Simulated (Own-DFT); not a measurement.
## Calculated data, Ti5Si3 (Ti5Si3 crystal, atoms displaced)

A calculation, not a measurement: plane-wave PBEsol density functional theory by an unreviewed code, no spin, of a simulated periodic cell, stress positive in tension, free energy of the whole cell less one offset for each atom, forces on such cells passed a denser k mesh, this cell's mesh not checked; offsets are fitted by least squares, one for each functional and potential file, so energies compare only between cells with the same atoms and settings and are not formation energies; the far tail of each file's local potential was reset to the Coulomb form; each entry is a single point on an unrelaxed cell, so the pressure reflects the starting lattice, taken from the Materials Project, from which strain is counted, and rises with the displacements; printed positions are rounded, which can move forces by about a meV/angstrom; the program is a retired in-house code; no spin-orbit coupling. Program: Own-DFT development build.

### Ti5Si3 (Ti5Si3 crystal, atoms displaced)

```
cell vectors (Å)
   7.4471     0.0000    -5.1150
   3.7235     6.4494     5.1150
   3.7235    -6.4494     5.1150
atoms (fractions of the cell vectors)
Ti  0.99258  0.31854  0.66316
Ti  0.16148  0.50239  0.15598
Ti  0.32928  0.32560  0.00448
Ti  0.83526  0.48810  0.83568
Ti  0.08861  0.16958  0.16291
Ti  0.83977  0.41593  0.16034
Ti  0.50792  0.49864  0.74843
Ti  0.82023  0.17610  0.93008
Ti  0.16815  0.58789  0.83016
Ti  0.24406  0.49924  0.49377
Si  0.31419  0.29406  0.28821
Si  0.95675  0.65193  0.05195
Si  0.62605  0.37268  0.98387
Si  0.70983  0.27702  0.67519
Si  0.04846  0.34868  0.95599
Si  0.02092  0.37159  0.38161
Ti  0.67267  0.66255  0.99325
Ti  0.82282  0.84083  0.50168
Ti  0.99570  0.66683  0.33038
Ti  0.50109  0.82894  0.16181
Ti  0.74858  0.50028  0.49678
Ti  0.50222  0.74981  0.49738
Ti  0.17700  0.84098  0.08746
Ti  0.49733  0.49712  0.24939
Ti  0.83418  0.90559  0.16402
Ti  0.91096  0.82435  0.83598
Si  0.98117  0.62213  0.62488
Si  0.61338  0.99585  0.38533
Si  0.28822  0.71044  0.32161
Si  0.38770  0.62676  0.00763
Si  0.70366  0.67143  0.27834
Si  0.68191  0.71140  0.71438
Ti  0.33938  0.99871  0.34471
Ti  0.49926  0.16442  0.82438
Ti  0.66523  0.02297  0.67231
Ti  0.16902  0.17307  0.50209
Ti  0.41642  0.83046  0.83614
Ti  0.17115  0.08419  0.83492
Ti  0.83674  0.16512  0.42243
Ti  0.17075  0.83588  0.58893
Ti  0.50653  0.24661  0.49012
Ti  0.57568  0.16742  0.16472
Si  0.65368  0.95372  0.95529
Si  0.28672  0.32742  0.72325
Si  0.95244  0.03185  0.65533
Si  0.04589  0.95141  0.34368
Si  0.38448  0.00574  0.61782
Si  0.33916  0.04847  0.03475
```

| Property | Result |
| --- | --- |
| functional | PBEsol |
| potential files | PseudoDojo norm-conserving, scalar-relativistic, made for PBE, standard set |
| wave cutoff | 42 hartree |
| occupations | cold (Marzari-Vanderbilt) |
| smearing width | 0.2 eV |
| k mesh | 4 x 4 x 4 centred on Gamma |
| free energy of cell above offsets | 1.372 eV |
| pressure | -1.27 GPa |
| stress xx | 1.05 GPa |
| stress yy | 1.56 GPa |
| stress zz | 1.2 GPa |
| stress yz | -0.69 GPa |
| stress xz | -0.09 GPa |
| stress xy | 0.01 GPa |

Force:
```csv
element,x (eV/Å),y (eV/Å),z (eV/Å)
Ti,1.002,0.349,0.644
Ti,1.317,-0.784,0.135
Ti,0.876,1.005,-0.213
Ti,0.091,0.893,0.159
Ti,-0.27,-0.62,-0.004
Ti,-0.088,-0.62,0.473
Ti,-0.35,-0.068,0.306
Ti,0.387,-0.02,-1.592
Ti,0.077,-0.36,0.097
Ti,0.621,-0.53,0.353
Si,0.042,-0.444,-0.457
Si,-0.291,1.027,0.01
Si,-0.465,0.216,1.378
Si,1.508,1.688,1.055
Si,-0.721,0.207,-0.832
Si,-0.672,1.176,0.555
Ti,-0.014,-0.22,0.466
Ti,-0.287,-0.219,-1.111
Ti,0.289,-0.564,0.213
Ti,0.428,0.155,1.035
Ti,0.058,-0.357,-0.139
Ti,0.058,-0.243,-0.008
Ti,-1.436,-0.668,-0.126
Ti,-0.2,0.199,-0.228
Ti,0.201,0.155,0.515
Ti,0.513,0.324,0.199
Si,-0.089,0.286,-0.553
Si,0.064,-0.02,-0.918
Si,-0.135,0.262,0.29
Si,-1.073,-1.117,-0.263
Si,1.297,-0.298,-0.108
Si,-0.202,0.443,0.058
Ti,-1.39,1.382,-0.229
Ti,0.277,-0.487,1.45
Ti,-1.343,-2.032,-2.873
Ti,-0.101,-1.208,-0.596
Ti,0.231,0.906,-0.11
Ti,-1.193,0.574,0.02
Ti,-0.382,0.3,-0.135
Ti,-0.765,-0.088,-0.416
Ti,-0.134,0.002,1.02
Ti,0.105,-0.321,-0.002
Si,-0.099,0.005,-0.181
Si,-0.681,0.644,-0.191
Si,0.985,0.425,0.347
Si,0.368,-0.059,0.141
Si,0.142,0.028,0.415
Si,1.444,-1.304,-0.051
```
